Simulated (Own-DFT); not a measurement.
# Strain and stress in wurtzite GaN, 72 atoms (Ga36N36)

All numbers below are calculated, not measured. They come from Own-DFT, an in-house plane-wave density functional program, since retired, whose code no person has reviewed. Each row is one single-point run on a periodic cell that was not relaxed, without spin or spin-orbit coupling.

Settings of every run: PBE; PseudoDojo norm-conserving scalar-relativistic files (stringent for Ga); cutoff 96 hartree; 4 x 4 x 3 k mesh centred on Gamma; Gaussian smearing of 0.01 eV.

Known limits: forces not confirmed at this smearing and k mesh; stress not checked against mesh or cutoff.

Unstrained cell vectors in Å: (9.567, 0.000, 0.000); (-4.783, 8.285, 0.000); (0.000, 0.000, 10.370). The unstrained cell has measured lattice constants (interpolated for alloys), not those of this functional. That, the random moves and any unrelaxed bonds set the pressure at no strain. Each run strains this cell uniformly, with the atoms carried along. Every atom was also moved at random, by a Gaussian of width 0.05 Å on each axis. Strain is the symmetric tensor, in per cent. Stress is positive in tension, and the pressure is minus a third of its trace.

```
run,e_xx (%),e_yy (%),e_zz (%),e_yz (%),e_xz (%),e_xy (%),s_xx (GPa),s_yy (GPa),s_zz (GPa),s_yz (GPa),s_xz (GPa),s_xy (GPa),P (GPa),E (meV/atom)
1,0.46,1.38,-0.83,-0.31,1.51,1.44,-5.86,-0.30,-10.88,-1.02,2.84,4.98,5.68,39.1
2,-1.57,1.93,0.98,0.92,1.70,1.24,-10.50,-0.66,-3.61,1.52,3.39,3.71,4.92,37.3
3,1.06,1.78,-1.66,1.85,-0.98,-0.81,-2.76,0.28,-13.90,3.76,-2.05,-2.35,5.46,36.2
4,-1.22,1.83,0.80,-1.38,-1.26,0.16,-9.93,-0.50,-3.16,-2.90,-2.69,-0.80,4.53,25.3
5,0.02,1.17,0.75,1.77,-1.99,-1.96,-4.39,-2.58,-3.58,3.59,-4.08,-5.39,3.52,24.6
6,-1.17,0.49,-0.46,1.97,-0.60,0.20,-11.76,-6.17,-10.41,4.55,-1.32,1.21,9.45,32.6
7,1.26,0.80,-1.32,1.63,-0.52,-0.66,-2.74,-4.68,-10.89,4.31,-1.49,-1.23,6.10,32.7
8,-1.28,0.20,0.64,-1.82,1.46,-0.43,-11.56,-6.50,-6.32,-4.04,3.54,-1.71,8.12,36.8
9,-1.59,-1.37,-0.22,-1.53,1.83,1.68,-15.34,-16.31,-12.70,-2.75,4.24,6.63,14.79,74.3
10,-0.47,0.09,-1.77,0.48,-0.74,-0.52,-9.53,-7.99,-18.95,2.16,-1.13,-2.43,12.16,56.5
11,1.90,1.40,1.81,-1.75,-1.62,0.17,3.65,2.18,2.30,-2.86,-2.74,0.12,-2.71,0.0
12,-1.18,0.74,-1.84,-0.26,-0.08,-1.61,-12.87,-7.96,-16.33,-0.82,0.51,-6.37,12.39,52.6
13,1.39,0.11,-1.09,0.69,-0.29,-1.30,-2.14,-4.45,-13.56,1.53,0.18,-3.40,6.72,36.9
14,-1.15,0.05,-0.56,1.74,0.61,1.33,-14.52,-7.56,-11.99,3.85,1.97,3.38,11.36,59.2
15,-1.28,1.39,-1.24,0.33,0.42,-1.02,-12.07,-4.49,-11.85,1.12,0.42,-4.83,9.47,32.1
16,0.61,0.18,0.41,1.32,1.70,1.53,-3.73,-5.61,-5.34,2.58,3.34,3.77,4.89,27.5
17,0.04,-0.89,-0.08,-0.07,-0.64,0.43,?,?,?,?,?,?,?,?
```

E is the free energy for each atom above the lowest run shown.

## Worked fit

Each stress component was fitted by least squares to a constant and the strains of the runs shown, as fractions, with shears doubled. Shear strains stay in the fit of a normal stress only where such slopes are resolved. The slopes, in GPa:

```
stress,at no strain,per e_xx,per e_yy,per e_zz,scatter
s_xx,-7.2,414 ± 18,98 ± 25,97 ± 19,0.83
s_yy,-7.1,129 ± 23,410 ± 31,72 ± 24,1.03
s_zz,-8.8,61 ± 24,140 ± 33,453 ± 25,1.08
```

Each shear stress against twice its own strain: yz 102 ± 5, xz 100 ± 6, xy 157 ± 17 GPa. These are stiffnesses along x, y and z of the frame in which the cell vectors are given, which need not be the crystal's axes. The atoms are held to the strained lattice; where symmetry lets them move under strain, relaxing them would lower some slopes. The table should be nearly symmetric about its diagonal, and what it lacks of that shows the noise. A ninth of its sum, 208 ± 4 GPa, estimates the bulk modulus near the mean pressure of these runs, 7.3 GPa, so it lies above the value at zero pressure.

## Withheld run

Question: what normal stresses and pressure should run 17 give?

The fit gives s_xx = -8.0, s_yy = -10.8, s_zz = -10.4 and P = 9.7 GPa. The calculation gave -8.94, -12.17, -6.41 and P = 9.18 GPa. This run lies off the fit, by chance or by something that the fit leaves out.
